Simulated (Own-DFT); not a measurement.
# What a change of functional does to the pressure

These are calculations, not measurements. The program, named Own-DFT, is a retired in-house plane-wave density functional code that no person has reviewed. Each row is one single-point run on a periodic cell that was not relaxed, without spin or spin-orbit coupling.

Known limits, some of them of some rows only: not probed for a lower state with spin; forces on such cells failed a check on a denser k mesh; forces on such cells passed a denser k mesh, each cell not checked; stress not checked against mesh or cutoff.

Each cell was run twice at the same cutoff, k mesh and smearing, with PBE and with PBEsol, on PseudoDojo norm-conserving files made for PBE. Atoms were moved at random from their sites; u is the rms move along one axis. Files made for PBEsol would give a somewhat different change.

| cell | atoms | volume (Å³/atom) | u (Å) | cutoff (hartree) | P with PBE (GPa) | P with PBEsol (GPa) | change (GPa) |
|---|---|---|---|---|---|---|---|
| D0_22 TiAl3 with two Ti on an Al site each (Al28Ti12) | 40 | 15.63 | 0.050 | 42 | 3.68 | 1.57 | -2.12 |
| D0_22 TiAl3 with two Ti on an Al site each (Al28Ti12) | 40 | 15.63 | 0.028 | 42 | 3.34 | 1.22 | -2.12 |
| D0_22 TiAl3 with two Ti on an Al site each (Al28Ti12) | 40 | 15.63 | 0.030 | 42 | 3.34 | ? | ? |
| diamond-structure SiGe in clusters (Ge48Si16) | 64 | 21.97 | 0.061 | 42 | 3.99 | 1.28 | -2.71 |
| diamond-structure SiGe in clusters (Ge48Si16) | 64 | 21.97 | 0.060 | 42 | 3.88 | 1.17 | -2.71 |
| diamond-structure SiGe in clusters (Ge48Si16) | 64 | 21.97 | 0.032 | 42 | 3.44 | 0.72 | -2.72 |
| diamond-structure SiGe in ordered layers (Ge32Si32) | 64 | 21.31 | 0.028 | 42 | 2.85 | 0.56 | -2.29 |
| diamond-structure SiGe in ordered layers (Ge32Si32) | 64 | 21.31 | 0.029 | 42 | 2.94 | 0.65 | -2.29 |
| diamond-structure SiGe in ordered layers (Ge32Si32) | 64 | 21.31 | 0.030 | 42 | 2.91 | 0.63 | -2.28 |
| wurtzite AlGaN with randomly placed atoms (Al9Ga27N36) | 72 | 11.17 | 0.029 | 42 | 6.17 | 1.29 | -4.88 |
| wurtzite AlGaN with randomly placed atoms (Al9Ga27N36) | 72 | 11.17 | 0.033 | 42 | 6.42 | 1.53 | -4.89 |
| wurtzite AlGaN with randomly placed atoms (Al9Ga27N36) | 72 | 10.51 | 0.049 | 42 | 22.43 | 17.01 | -5.42 |

## Worked reading

Mean change of pressure by composition, in GPa: AlGa3N4, -5.07; Ge3Si, -2.71; GeSi, -2.29; Al7Ti3, -2.12. At a fixed cell PBEsol gives the lower pressure, because it favours a smaller volume than PBE. Here the change varies more between materials than between cells of one material.

## Withheld value

Question: what PBEsol pressure should the Al28Ti12 cell with the blank give?

Adding the mean change of the cells with its composition, -2.12 GPa, to 3.34 gives 1.2 GPa. The calculation gave 1.22 GPa.
